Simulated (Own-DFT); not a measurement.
# Point defects and the pressure they add: C11b WSi2

No measurement is shown. These are fixed-geometry runs of a retired plane-wave code named Own-DFT, which no person has reviewed; spin and spin-orbit coupling are neglected.

Method: PBE; PseudoDojo norm-conserving scalar-relativistic files; cutoff 50 hartree; 5 x 5 x 5 k mesh centred on Gamma; cold (Marzari-Vanderbilt) smearing of 0.2 eV.

Known weak points: forces on such cells failed a check on a denser k mesh; stress not checked against mesh or cutoff.

All runs share one cell, with vectors in Å (-2.148, -5.953, 3.409); (-6.444, 2.976, 1.136); (-2.553, -2.948, -6.757) and a volume of 403.2 Å³. The atoms are randomly displaced, by u rms on each axis. The defect's site can differ from row to row.

```
              cell  formula   u (Å)  P (GPa)
         no defect  Si20W10  0.0190     4.31
         no defect  Si20W10  0.0452     5.57
         no defect  Si20W10  0.0554     6.39
one Si on a W site   Si21W9  0.0313     6.55
one Si on a W site   Si21W9  0.0501     7.66
one Si on a W site   Si21W9  0.0507     7.57
one W on a Si site  Si19W11  0.0268     9.57
one W on a Si site  Si19W11  0.0272    10.17
one W on a Si site  Si19W11  0.0483    10.84
    one Si vacancy  Si19W10  0.0281     3.21
    one Si vacancy  Si19W10  0.0296        ?
    one Si vacancy  Si19W10  0.0464     3.90
    one Si vacancy  Si19W10  0.0509     4.47
```

## Worked fit

P = P0 + c u² + a shift for each defect gives P0 = 4.15 GPa, c = 697 ± 64 GPa/Å² and a scatter of 0.19 GPa. The shifts, and each times the cell's volume:

- one W on a Si site: 5.17 ± 0.16 GPa, 13.0 eV
- one Si on a W site: 1.71 ± 0.16 GPa, 4.3 eV
- one Si vacancy: -1.58 ± 0.16 GPa, -4.0 eV

A positive shift means that the defect pushes the cell outwards. Shift times volume (160.2 GPa Å³ is 1 eV) depends little on the cell's size, so, taken for each site, it can be compared between cells at like pressure. The atoms around the defects weren't relaxed, which would change these numbers.

## Check

Q: what pressure belongs in the blank (one Si vacancy, u = 0.0296 Å)?

From the fit: 3.18 ± 0.23 GPa. DFT gave 3.11 GPa.
